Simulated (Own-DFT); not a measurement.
Simulation results for GaP (zincblende, strained, atoms displaced), SiC (2H silicon carbide, atoms displaced), SiC (4H silicon carbide, strained, atoms displaced)

A calculation, not a measurement: plane-wave PBE density functional theory by an unreviewed code, no spin, of a simulated periodic cell, stress positive in tension, free energy of the whole cell less one offset for each atom, forces on such cells passed a denser k mesh, this cell's mesh not checked; offsets are fitted by least squares, one for each functional and potential file, so energies compare only between cells with the same atoms and settings and are not formation energies; the far tail of each file's local potential was reset to the Coulomb form; each entry is a single point on an unrelaxed cell, so the pressure reflects the starting lattice, mostly measured values (interpolated for alloys), from which strain is counted, and rises with the displacements; printed positions are rounded, which can move forces by about a meV/angstrom; the program, named Own-DFT, is a retired in-house code; no spin-orbit coupling. Program: Own-DFT development build.

Common to all runs: functional PBE; potential files PseudoDojo norm-conserving, scalar-relativistic, standard set; wave cutoff 42 hartree; occupations Fermi-Dirac; smearing width 0.1 eV; hardware one NVIDIA H100.

(1) GaP (zincblende, strained, atoms displaced)

```xyz
64
Lattice="10.8620 0.0000 0.0000 0.0000 10.8620 0.0000 0.0000 0.0000 10.9361" Properties=species:S:1:pos:R:3 GaP
Ga    10.8512    10.7721    10.8764
Ga     0.0609     2.7611     2.8146
Ga     2.7288     0.0087     2.7581
Ga     2.7838     2.8173     0.0396
P      1.3412     1.3107     1.3863
P      1.3086     4.0406     4.0436
P      3.9899     1.3176     4.0929
P      4.0913     4.1476     1.4409
Ga     0.1182     0.0175     5.3519
Ga    10.7523     2.6650     8.2750
Ga     2.7760     0.0120     8.1934
Ga     2.7795     2.7575     5.4674
P      1.2932     1.3818     6.8271
P      1.4112     4.0626     9.5655
P      4.0995     1.3276     9.4924
P      4.0716     4.0488     6.8882
Ga     0.0276     5.3795     0.0677
Ga    10.8298     8.0891     2.6979
Ga     2.7159     5.3837     2.7544
Ga     2.6157     8.2239    10.9303
P      1.3505     6.7897     1.2928
P      1.2689     9.5624     4.0353
P      4.1331     6.8228     4.0771
P      4.0967     9.4661     1.3533
Ga     0.0364     5.3963     5.5742
Ga     0.0392     8.1129     8.1853
Ga     2.7333     5.5147     8.2017
Ga     2.7792     8.0284     5.4598
P      1.4175     6.7398     6.8350
P      1.3590     9.4994     9.5608
P      4.0006     6.7817     9.5206
P      4.1041     9.5949     6.7895
Ga     5.4581     0.0031     0.0199
Ga     5.4379     2.7108     2.7178
Ga     8.1626    10.8442     2.7870
Ga     8.1896     2.6979    10.9011
P      6.7706     1.3109     1.3589
P      6.8044     4.1047     4.1447
P      9.5113     1.3163     4.1144
P      9.4919     4.0896     1.3993
Ga     5.3552     0.0937     5.4711
Ga     5.4003     2.6997     8.2668
Ga     8.1213    10.8592     8.1679
Ga     8.1271     2.7584     5.4224
P      6.7320     1.4658     6.7748
P      6.7347     4.0538     9.5671
P      9.5492     1.4033     9.6135
P      9.5240     4.1812     6.7408
Ga     5.3852     5.4091    10.8993
Ga     5.4706     8.1210     2.6986
Ga     8.1159     5.4756     2.7703
Ga     8.1279     8.1022    10.9212
P      6.7324     6.7561     1.3778
P      6.7115     9.5265     4.0220
P      9.5208     6.7119     4.1501
P      9.4716     9.5448     1.3393
Ga     5.4642     5.3170     5.5661
Ga     5.4556     8.0719     8.1900
Ga     8.1718     5.3931     8.2410
Ga     8.1401     8.1535     5.4119
P      6.7939     6.7635     6.8283
P      6.7159     9.4644     9.5007
P      9.5022     6.8361     9.5334
P      9.5362     9.4840     6.7905
```

- k mesh: 3 x 3 x 3 centred on Gamma
- free energy of cell above offsets: -33.372 eV
- pressure: 3.56 GPa
- stress xx: -3.75 GPa
- stress yy: -3.68 GPa
- stress zz: -3.27 GPa
- stress yz: -0.57 GPa
- stress xz: 0.33 GPa
- stress xy: -0.72 GPa
- wall time: 499.9 s

Force:
| element | x (eV/Å) | y (eV/Å) | z (eV/Å) |
| --- | --- | --- | --- |
| Ga | 0.17 | 0.81 | 0.68 |
| Ga | -1.43 | -1.526 | -1.51 |
| Ga | -0.414 | -0.689 | -0.821 |
| Ga | -0.338 | -1.17 | -0.074 |
| P | 0.236 | 0.613 | -0.54 |
| P | 1.341 | 1.202 | 1.772 |
| P | 0.824 | 1.108 | -0.101 |
| P | 0.34 | -0.687 | -0.56 |
| Ga | -1.257 | 0.285 | 1.48 |
| Ga | 1.239 | 1.361 | -1.368 |
| Ga | -1.011 | -0.027 | -0.499 |
| Ga | -0.974 | -0.309 | 0.087 |
| P | 0.704 | 0.118 | 0.232 |
| P | -0.585 | 0.181 | -0.223 |
| P | -0.274 | 0.307 | 1.72 |
| P | -0.231 | 0.245 | 0.111 |
| Ga | -0.379 | 0.175 | -1.032 |
| Ga | -0.172 | 0.282 | 0.038 |
| Ga | -0.379 | 1.19 | 0.166 |
| Ga | 1.044 | -0.611 | 0.169 |
| P | 0.308 | -0.112 | 1.039 |
| P | 1.554 | -1.945 | -0.306 |
| P | -0.019 | -1.316 | 0.229 |
| P | -0.401 | 0.354 | 0.065 |
| Ga | 0.84 | 0.669 | -1.562 |
| Ga | -0.233 | 0.312 | -0.324 |
| Ga | -0.293 | -1.472 | -0.058 |
| Ga | -0.447 | 1.616 | -0.179 |
| P | -0.425 | 0.659 | -0.16 |
| P | 0.016 | 0.334 | -0.982 |
| P | 0.707 | 0.86 | 1.062 |
| P | -0.349 | -1.573 | 0.423 |
| Ga | -0.47 | -0.431 | -0.62 |
| Ga | 0.032 | -0.14 | 0.451 |
| Ga | -0.198 | 0.172 | -0.521 |
| Ga | -0.692 | 0.369 | 0.807 |
| P | 0.705 | 0.658 | 0.205 |
| P | -0.442 | -0.383 | -0.938 |
| P | -0.095 | 0.865 | -0.021 |
| P | -0.16 | -0.318 | 0.215 |
| Ga | 0.825 | -0.303 | -0.456 |
| Ga | 0.299 | 0.109 | -0.74 |
| Ga | 0.083 | 0.16 | -0.189 |
| Ga | 0.683 | -0.341 | 0.212 |
| P | 0.57 | -0.555 | 0.545 |
| P | 0.737 | 0.02 | 0.209 |
| P | -1.109 | -1.547 | -0.085 |
| P | -1.016 | -1.971 | 1.798 |
| Ga | -0.044 | 0.443 | 0.088 |
| Ga | -0.5 | 0.29 | -0.099 |
| Ga | 0.171 | -0.333 | -0.252 |
| Ga | -0.286 | 0.546 | 0.042 |
| P | 0.601 | -0.108 | -0.648 |
| P | 0.421 | 0.09 | 1.091 |
| P | 0.19 | 0.625 | -0.229 |
| P | -0.149 | -0.829 | 0.089 |
| Ga | -0.357 | 0.962 | -0.442 |
| Ga | -0.682 | 0.398 | -0.522 |
| Ga | -0.242 | 0.451 | -0.338 |
| Ga | -0.22 | 0.103 | 0.132 |
| P | 0.349 | -0.072 | -0.01 |
| P | 0.777 | 0.363 | 0.736 |
| P | 0.371 | -0.961 | 0.596 |
| P | 0.14 | 0.422 | -0.083 |

(2) SiC (2H silicon carbide, atoms displaced)

```xyz
72
Lattice="9.2481 0.0000 0.0000 -4.6241 8.0091 0.0000 0.0000 0.0000 10.0681" Properties=species:S:1:pos:R:3 SiC
Si     0.0364     0.0889     0.0048
Si     0.0212     1.6810     2.5511
C      0.0612     0.0102     1.8840
C     -0.0337     1.8124     4.5433
Si     0.1201     0.0125     4.9818
Si    -0.0646     1.7419     7.5042
C      0.0578     0.0264     6.9107
C     -0.0239     1.7765     9.4764
Si    -1.5127     2.6352     0.0415
Si    -1.4767     4.4762     2.4881
C     -1.5040     2.7465     2.0209
C     -1.5629     4.4948     4.4337
Si    -1.4802     2.6430     5.0693
Si    -1.5613     4.5052     7.5661
C      7.6636     2.6828     6.9950
C     -1.5969     4.5213     9.4485
Si     6.1384     5.3108    10.0106
Si    -3.0823     7.2021     2.5148
C     -2.9867     5.3395     1.9555
C     -2.9803     7.2633     4.4871
Si    -3.0613     5.4391     5.0858
Si    -3.0874     6.9835     7.6000
C      6.1309     5.2692     7.0013
C     -3.0718     7.1198     9.4898
Si     3.0860     0.0800    10.0413
Si     3.1101     1.8404     2.6317
C     -1.4582     7.9465     1.7521
C      3.0803     1.7846     4.3050
Si    -1.4976     7.9847     5.0037
Si     3.0548     1.7274     7.5332
C     -1.6041     7.9269     7.0034
C      3.0417     1.6826     9.4133
Si     1.4456     2.6994    10.0565
Si     1.5475     4.5232     2.6279
C      1.5682     2.5880     1.8714
C      1.5559     4.4153     4.4280
Si     1.5903     2.5842     5.1103
Si     1.4794     4.4791     7.4412
C      1.5177     2.7646     6.9880
C      1.5536     4.3584     9.4027
Si    -0.1370     5.3677    10.0665
Si    -0.0364     7.0659     2.4680
C     -0.0849     5.3182     1.8579
C     -0.0453     7.1319     4.3316
Si    -0.0875     5.3468     5.0504
Si    -0.0208     7.1452     7.4708
C      0.0258     5.3754     6.9943
C      0.0730     7.0884     9.4004
Si     1.5767     8.0017     0.0198
Si     6.1622     1.8112     2.5127
C      1.5405     7.9316     2.0033
C      6.1169     1.8789     4.3303
Si     6.0962     0.0368     5.0718
Si     6.1011     1.7388     7.5860
C      1.7183     7.9871     7.0191
C      6.1615     1.7976     9.3655
Si     4.5931     2.6339    10.0358
Si     4.5720     4.3639     2.4933
C      4.6764     2.4972     1.8253
C      4.6064     4.4859     4.4348
Si     4.7062     2.6949     5.0209
Si     4.6504     4.4291     7.5522
C      4.5966     2.5633     7.0062
C      4.6870     4.3918     9.3313
Si     3.1146     5.2693     0.0423
Si     3.0580     7.0593     2.5992
C      3.0558     5.3255     1.9701
C      2.9969     7.2779     4.4990
Si     3.1155     5.3323     5.0712
Si     3.1541     7.1840     7.5271
C      3.1136     5.3419     6.9120
C      3.1579     7.1110     9.3839
```

* k mesh: 4 x 4 x 3 centred on Gamma
* free energy of cell above offsets: -3.456 eV
* pressure: 5.9 GPa
* stress xx: -6.58 GPa
* stress yy: -4.16 GPa
* stress zz: -6.96 GPa
* stress yz: 0.36 GPa
* stress xz: -0.29 GPa
* stress xy: 1.43 GPa
* wall time: 351.8 s

Force:
| element | x (eV/Å) | y (eV/Å) | z (eV/Å) |
| --- | --- | --- | --- |
| Si | -0.319 | -2.768 | -0.27 |
| Si | 0.049 | 2.988 | 0.682 |
| C | -2.121 | -1.036 | 0.616 |
| C | 2.614 | -1.447 | -2.433 |
| Si | -3.432 | 0.92 | 2.211 |
| Si | 1.121 | 1.387 | 1.316 |
| C | 0.565 | -1.298 | -0.267 |
| C | -0.223 | 0.656 | -1.307 |
| Si | -1.421 | 1.381 | -0.068 |
| Si | -2.033 | -0.23 | 2.138 |
| C | -0.072 | -2.884 | -2.098 |
| C | -0.084 | -0.756 | 0.04 |
| Si | -3.064 | 1.89 | 0.495 |
| Si | 0.991 | -1.623 | 0.529 |
| C | -0.115 | 0.149 | -1.024 |
| C | 0.578 | -2.206 | -0.488 |
| Si | -0.032 | 1.243 | 2.336 |
| Si | 2.351 | -1.877 | -0.621 |
| C | -3.126 | 0.144 | -1.101 |
| C | -2.127 | -2.954 | -2.474 |
| Si | -0.447 | -1.396 | -0.899 |
| Si | -0.875 | 2.636 | 0.734 |
| C | 0.823 | 0.968 | -2.055 |
| C | -0.27 | -0.033 | -0.703 |
| Si | 0.816 | -3.789 | -0.42 |
| Si | -0.3 | -2.019 | -6.534 |
| C | -1.729 | 1.56 | 3.528 |
| C | 0.902 | -0.233 | 6.041 |
| Si | 1.117 | 2.098 | 1.509 |
| Si | -1.01 | 0.373 | 1.107 |
| C | 0.882 | 1.016 | -2.499 |
| C | -0.122 | 3.851 | -0.524 |
| Si | 2.147 | -1.402 | 0.418 |
| Si | -1.531 | -2.401 | -2.312 |
| C | -0.424 | 1.617 | 1.173 |
| C | -0.549 | 0.544 | 1.612 |
| Si | -0.835 | 1.947 | -0.827 |
| Si | 2.748 | 0.567 | 2.917 |
| C | 0.146 | -3.352 | -1.402 |
| C | -0.707 | 2.537 | 0.203 |
| Si | 3.104 | -0.066 | -0.591 |
| Si | 0.238 | 0.636 | -0.295 |
| C | 3.269 | 0.642 | 0.47 |
| C | 0.938 | -0.733 | 1.676 |
| Si | 2.043 | 0.015 | 0.045 |
| Si | 2.033 | -0.059 | 2.583 |
| C | -2.257 | 0.278 | -2.297 |
| C | -1.207 | 1.054 | 0.227 |
| Si | 0.046 | -0.571 | -0.374 |
| Si | 1.623 | -1.544 | -0.142 |
| C | 0.613 | 1.245 | -1.943 |
| C | 1.822 | -1.6 | 2.025 |
| Si | 0.345 | 0.951 | -0.085 |
| Si | 1.915 | 0.104 | -0.953 |
| C | -5.345 | 1.583 | -2.751 |
| C | 0.307 | -0.566 | 3.403 |
| Si | 0.153 | -0.703 | -0.817 |
| Si | 2.382 | 0.691 | 0.478 |
| C | -1.845 | 3.195 | 0.469 |
| C | 1.035 | 0.054 | -0.354 |
| Si | -2.229 | 0.486 | 1.16 |
| Si | -2.218 | -1.292 | -1.085 |
| C | -0.015 | 1.341 | -2.366 |
| C | -1.475 | 0.187 | 3.459 |
| Si | -0.802 | 0.897 | -1.697 |
| Si | 0.745 | 1.67 | -0.035 |
| C | 0.933 | -0.409 | -1.213 |
| C | 2.904 | -2.886 | -1.403 |
| Si | -1.356 | 1.258 | -0.341 |
| Si | 1.741 | -2.739 | 0.739 |
| C | -0.074 | 0.123 | 0.605 |
| C | -0.253 | -0.008 | 2.122 |

(3) SiC (4H silicon carbide, strained, atoms displaced)

```xyz
72
Lattice="9.3782 0.1821 0.0919 -4.5314 7.7771 0.0898 0.1001 0.1707 10.1094" Properties=species:S:1:pos:R:3 SiC
Si    -4.3673     7.7681     4.2546
Si     0.0958     1.8991     1.6355
C      0.0033     0.0653     0.8812
C      0.0442     1.8004     3.5030
Si     7.8314     2.8413     4.1676
Si    -1.5055     4.3435     1.5280
C     -1.4994     2.6116     0.9911
C     -1.4127     4.3225     3.4613
Si     6.3449     5.4147     4.2315
Si    -2.9840     6.9517     1.7441
C      6.2543     5.4259     1.1466
C     -2.9989     6.9187     3.5324
Si    -1.3691     7.9024     4.2488
Si     3.2038     1.8658     1.6200
C      3.1182     0.0976     0.8807
C      3.2103     1.9029     3.5057
Si     1.6285     2.7446     4.2200
Si     1.6515     4.4693     1.6964
C      1.5646     2.6490     1.0444
C      1.7801     4.4444     3.5694
Si     0.1214     5.3215     4.2174
Si     0.1880     7.0327     1.6805
C      0.0985     5.2255     1.1023
C      0.2237     6.9987     3.5462
Si     1.7855     7.9014     4.2813
Si     6.3755     1.9303     1.7059
C      6.2096     0.1402     0.9597
C      6.3596     2.0040     3.5439
Si     4.8421     2.7721     4.1355
Si     4.7761     4.4496     1.7909
C      4.8293     2.6708     1.0456
C      4.8009     4.4421     3.5660
Si     3.3138     5.4416     4.2391
Si     3.3397     7.0876     1.7289
C      3.2173     5.3492     1.0428
C      3.3524     7.1047     3.5774
Si    -4.4001     7.8689     9.2050
Si     4.8808     6.4232     6.8571
C      4.8858     7.9853     6.1557
C      4.8867     6.3106     8.7059
Si    -2.9021     5.3573     9.2207
Si     6.3693     3.7405     6.7601
C      6.3809     5.4947     6.1656
C      6.4161     3.7424     8.5719
Si    -1.4120     2.7501     9.1412
Si     7.9112     1.1620     6.7075
C     -1.4434     2.6938     6.0725
C      7.8985     1.1669     8.6400
Si     6.3544     0.3185     9.2357
Si     1.7663     6.2678     6.7425
C      1.7333     7.9712     6.1611
C      1.7531     6.2601     8.6561
Si     3.3861     5.4547     9.3328
Si     3.2622     3.5305     6.6611
C      3.2489     5.4064     6.1358
C      3.2726     3.7019     8.6260
Si     4.9420     2.8630     9.2496
Si     4.7841     1.1171     6.7288
C      4.7525     2.8888     6.1092
C      4.7567     1.0609     8.4682
Si    -1.2137     7.8959     9.3089
Si    -1.4250     6.1413     6.6912
C      3.1940     0.2253     6.0420
C     -1.3442     6.2448     8.5439
Si     0.2955     5.3749     9.2016
Si     0.1044     3.5653     6.7323
C      0.1827     5.3779     6.0766
C      0.2372     3.6786     8.5892
Si     1.6198     2.7843     9.2134
Si     1.6389     0.9343     6.6387
C      1.7402     2.7441     6.1442
C      1.6548     1.0964     8.5940
```

- k mesh: 4 x 4 x 3 centred on Gamma
- free energy of cell above offsets: -4.753 eV
- pressure: 5.26 GPa
- stress xx: 1.68 GPa
- stress yy: -12.56 GPa
- stress zz: -4.91 GPa
- stress yz: 5.96 GPa
- stress xz: 4.38 GPa
- stress xy: 7.9 GPa
- wall time: 367.8 s

Force:
| element | x (eV/Å) | y (eV/Å) | z (eV/Å) |
| --- | --- | --- | --- |
| Si | -3.367 | 2.039 | -1.906 |
| Si | -1.483 | -3.057 | 0.014 |
| C | 0.322 | -0.155 | 1.506 |
| C | 0.879 | -0.268 | 1.277 |
| Si | 2.281 | -0.676 | 1.661 |
| Si | 0.171 | 1.308 | 1.817 |
| C | 0.03 | 0.027 | -1.691 |
| C | -0.733 | 2.678 | 0.68 |
| Si | 1.136 | -2.112 | 0.318 |
| Si | -0.299 | 1.397 | -3.3 |
| C | 1.583 | -1.169 | -1.149 |
| C | 2.497 | 1.186 | 1.243 |
| Si | 0.751 | 0.082 | -0.811 |
| Si | -0.534 | -0.585 | -0.457 |
| C | 0.524 | -0.713 | 3.182 |
| C | 0.117 | -0.79 | 0.573 |
| Si | 0.462 | -0.618 | -0.5 |
| Si | 0.698 | -1.038 | -0.058 |
| C | 2.456 | 1.826 | -1.187 |
| C | -1.114 | 1.453 | 0.579 |
| Si | 0.834 | -1.886 | -0.961 |
| Si | -1.098 | -0.325 | -0.357 |
| C | -0.458 | 0.912 | -2.086 |
| C | -0.642 | 1.957 | 0.9 |
| Si | -0.222 | 0.906 | -0.834 |
| Si | -0.673 | -1.445 | -1.052 |
| C | 1.68 | 0.508 | 1.425 |
| C | -0.265 | -2.564 | 0.651 |
| Si | -2.089 | -1.123 | 1.842 |
| Si | -0.501 | 0.342 | -3.087 |
| C | -0.901 | 1.321 | -0.219 |
| C | 0.391 | 2.766 | 1.698 |
| Si | -0.878 | -2.458 | 0.462 |
| Si | -0.673 | 0.724 | -1.269 |
| C | 0.551 | -0.845 | 1.48 |
| C | 0.372 | 1.377 | 1.047 |
| Si | -0.261 | 1.782 | 1.251 |
| Si | -1.174 | -4.983 | -0.142 |
| C | 0.652 | 3.566 | 0.3 |
| C | 0.762 | 0.691 | -0.37 |
| Si | -0.2 | -0.356 | 0.255 |
| Si | -0.501 | -0.181 | -1.01 |
| C | 0.132 | -0.005 | -0.739 |
| C | 0.607 | 0.84 | 2.013 |
| Si | 0.69 | 0.022 | 0.854 |
| Si | -1.116 | -1.451 | 0.625 |
| C | -0.345 | 0.744 | -1.465 |
| C | 0.907 | -0.351 | -0.959 |
| Si | -0.682 | -1.355 | -1.199 |
| Si | -0.788 | -1.211 | 0.944 |
| C | 1.261 | 1.738 | -0.674 |
| C | 1.829 | 1.379 | -0.071 |
| Si | -1.869 | -0.909 | -1.475 |
| Si | -1.464 | 4.21 | 2.878 |
| C | 1.606 | -0.142 | -0.382 |
| C | 0.603 | -0.828 | 0.382 |
| Si | -2.779 | -0.477 | -0.366 |
| Si | -0.625 | -0.533 | -2.617 |
| C | 3.714 | -2.129 | -1.982 |
| C | 1.24 | 0.778 | 4.025 |
| Si | -1.963 | 2.212 | -2.056 |
| Si | 1.093 | 1.337 | -0.359 |
| C | 0.349 | -1.772 | -0.689 |
| C | -0.013 | -1.66 | 1.407 |
| Si | -1.751 | 0.893 | 1.554 |
| Si | 1.339 | 1.061 | -0.95 |
| C | -0.693 | -0.955 | 0.432 |
| C | -3.111 | -0.843 | -0.485 |
| Si | 3.369 | 0.273 | 1.229 |
| Si | -0.179 | 1.561 | 1.566 |
| C | -2.651 | -1.009 | -1.839 |
| C | 0.209 | -2.918 | -1.319 |

(4) GaP (zincblende, strained, atoms displaced)

```xyz
64
Lattice="10.8620 0.0000 0.0000 0.0000 10.8620 0.0000 0.0000 0.0000 10.9361" Properties=species:S:1:pos:R:3 GaP
Ga    10.8146     0.0896    10.9252
Ga     0.0924     2.7210     2.7293
Ga     2.6724    10.8289     2.6728
Ga     2.6328     2.7803    10.8715
P      1.2525     1.3228     1.3969
P      1.3833     4.0537     4.1469
P      4.0524     1.3480     4.1140
P      4.0204     4.0800     1.3855
Ga     0.0077    10.8560     5.4761
Ga     0.0453     2.7968     8.2134
Ga     2.7571     0.0398     8.1848
Ga     2.7056     2.7451     5.4186
P      1.3059     1.3606     6.8747
P      1.4145     4.0350     9.7016
P      3.9864     1.2840     9.5995
P      4.0150     4.0099     6.8364
Ga     0.0266     5.4757    10.8362
Ga     0.0405     8.1412     2.7893
Ga     2.7132     5.5312     2.7242
Ga     2.6369     8.1966     0.0084
P      1.3416     6.8515     1.3616
P      1.3499     9.4702     4.1685
P      4.0372     6.7215     4.1188
P      4.1113     9.4249     1.3845
Ga    10.8351     5.4114     5.4928
Ga     0.0106     8.1628     8.2220
Ga     2.7899     5.4521     8.1395
Ga     2.6896     8.1487     5.4318
P      1.3811     6.7549     6.8132
P      1.3724     9.5300     9.6129
P      4.1455     6.7784     9.5897
P      4.0451     9.4873     6.8096
Ga     5.3840     0.1557    10.9211
Ga     5.4587     2.7072     2.7837
Ga     8.1200     0.0480     2.6943
Ga     8.1043     2.6880     0.0308
P      6.8203     1.2460     1.2883
P      6.7595     4.1496     4.0945
P      9.5735     1.3227     4.0892
P      9.5229     4.1473     1.3542
Ga     5.3585    10.8177     5.4084
Ga     5.4512     2.7565     8.2518
Ga     8.2262     0.0241     8.2541
Ga     8.1984     2.6888     5.4142
P      6.7263     1.3939     6.8296
P      6.7533     4.0655     9.6013
P      9.5551     1.3499     9.5942
P      9.4087     4.1032     6.8950
Ga     5.3810     5.3464    10.9135
Ga     5.3640     8.1340     2.7033
Ga     8.1482     5.4303     2.7489
Ga     8.0559     8.1348     0.0534
P      6.7391     6.8332     1.3261
P      6.7553     9.4953     4.0423
P      9.4529     6.8246     3.9483
P      9.3944     9.5058     1.4399
Ga     5.4712     5.4417     5.5017
Ga     5.5255     8.1488     8.2096
Ga     8.1407     5.4247     8.1773
Ga     8.1660     8.0695     5.4838
P      6.7770     6.7479     6.7925
P      6.7490     9.5151     9.5712
P      9.4376     6.7228     9.5866
P      9.5451     9.5730     6.8659
```

- k mesh: 3 x 3 x 3 centred on Gamma
- free energy of cell above offsets: -33.140 eV
- pressure: 3.62 GPa
- stress xx: -3.78 GPa
- stress yy: -3.76 GPa
- stress zz: -3.31 GPa
- stress yz: -0.32 GPa
- stress xz: -0.95 GPa
- stress xy: 0.6 GPa
- wall time: 547.5 s

Force:
| element | x (eV/Å) | y (eV/Å) | z (eV/Å) |
| --- | --- | --- | --- |
| Ga | -0.032 | -1.659 | 0.691 |
| Ga | -1.032 | 0.601 | 0.267 |
| Ga | 0.351 | -0.152 | 0.398 |
| Ga | 1.623 | -2.17 | 2.27 |
| P | 1.369 | 0.289 | -0.595 |
| P | -0.427 | 0.905 | -0.767 |
| P | -0.323 | -0.002 | -0.639 |
| P | 0.126 | -0.502 | 0.104 |
| Ga | 0.114 | 0.026 | 0.163 |
| Ga | -0.42 | -0.184 | 0.287 |
| Ga | -0.769 | -0.866 | -0.363 |
| Ga | -0.014 | -0.931 | 0.675 |
| P | 0.645 | 0.354 | -0.484 |
| P | -1.346 | 2.066 | -2.848 |
| P | 0.317 | 1.857 | -0.268 |
| P | 0.982 | 0.358 | -0.068 |
| Ga | -0.134 | -0.143 | 1.063 |
| Ga | -0.455 | 0.694 | -0.709 |
| Ga | -0.495 | -0.942 | -0.153 |
| Ga | 1.145 | -0.438 | -0.084 |
| P | -0.234 | -0.49 | -0.131 |
| P | -0.017 | 0.646 | -0.715 |
| P | 0.669 | 0.873 | 0.266 |
| P | -0.846 | 1.454 | -0.876 |
| Ga | -0.426 | 0.234 | -0.41 |
| Ga | -0.032 | -0.322 | 0.107 |
| Ga | -0.263 | -0.028 | 0.893 |
| Ga | 0.46 | -0.488 | 0.5 |
| P | -0.483 | 0.386 | 0.292 |
| P | -0.486 | 0.46 | -0.574 |
| P | -0.857 | 0.431 | -0.385 |
| P | 0.266 | -0.271 | 0.365 |
| Ga | -0.154 | -2.192 | 0.058 |
| Ga | -0.204 | -0.158 | -0.674 |
| Ga | 0.165 | -0.533 | 1.03 |
| Ga | 0.777 | 0.42 | -0.201 |
| P | -0.461 | 1.784 | 1.052 |
| P | 0.653 | -0.866 | 0.097 |
| P | -0.488 | 0.45 | -0.36 |
| P | 0.074 | -0.784 | 0.035 |
| Ga | 0.653 | 0.093 | 0.458 |
| Ga | -0.684 | -0.668 | -0.271 |
| Ga | -1.079 | 0.066 | -0.364 |
| Ga | -0.638 | 0.081 | 0.306 |
| P | 0.624 | -0.571 | -0.114 |
| P | 0.68 | 0.017 | -0.174 |
| P | -0.641 | 1.311 | -0.558 |
| P | 1.152 | -0.732 | -0.836 |
| Ga | 0.198 | 0.632 | 0.673 |
| Ga | 0.611 | -0.63 | 0.817 |
| Ga | -0.653 | 0.113 | -1.043 |
| Ga | 0.615 | 0.465 | -0.541 |
| P | -0.409 | -1.405 | 0.627 |
| P | 0.257 | -0.101 | 0.572 |
| P | 0.69 | -0.448 | 1.902 |
| P | 1.385 | -0.269 | -0.85 |
| Ga | -1.187 | -0.624 | -0.139 |
| Ga | -0.861 | -0.055 | -0.331 |
| Ga | -0.84 | 0.176 | 0.665 |
| Ga | 0.106 | 1.044 | -0.413 |
| P | 0.43 | 0.502 | 0.737 |
| P | 0.56 | 0.682 | 0.223 |
| P | 0.186 | 1.218 | -0.358 |
| P | -0.494 | -1.063 | -0.295 |
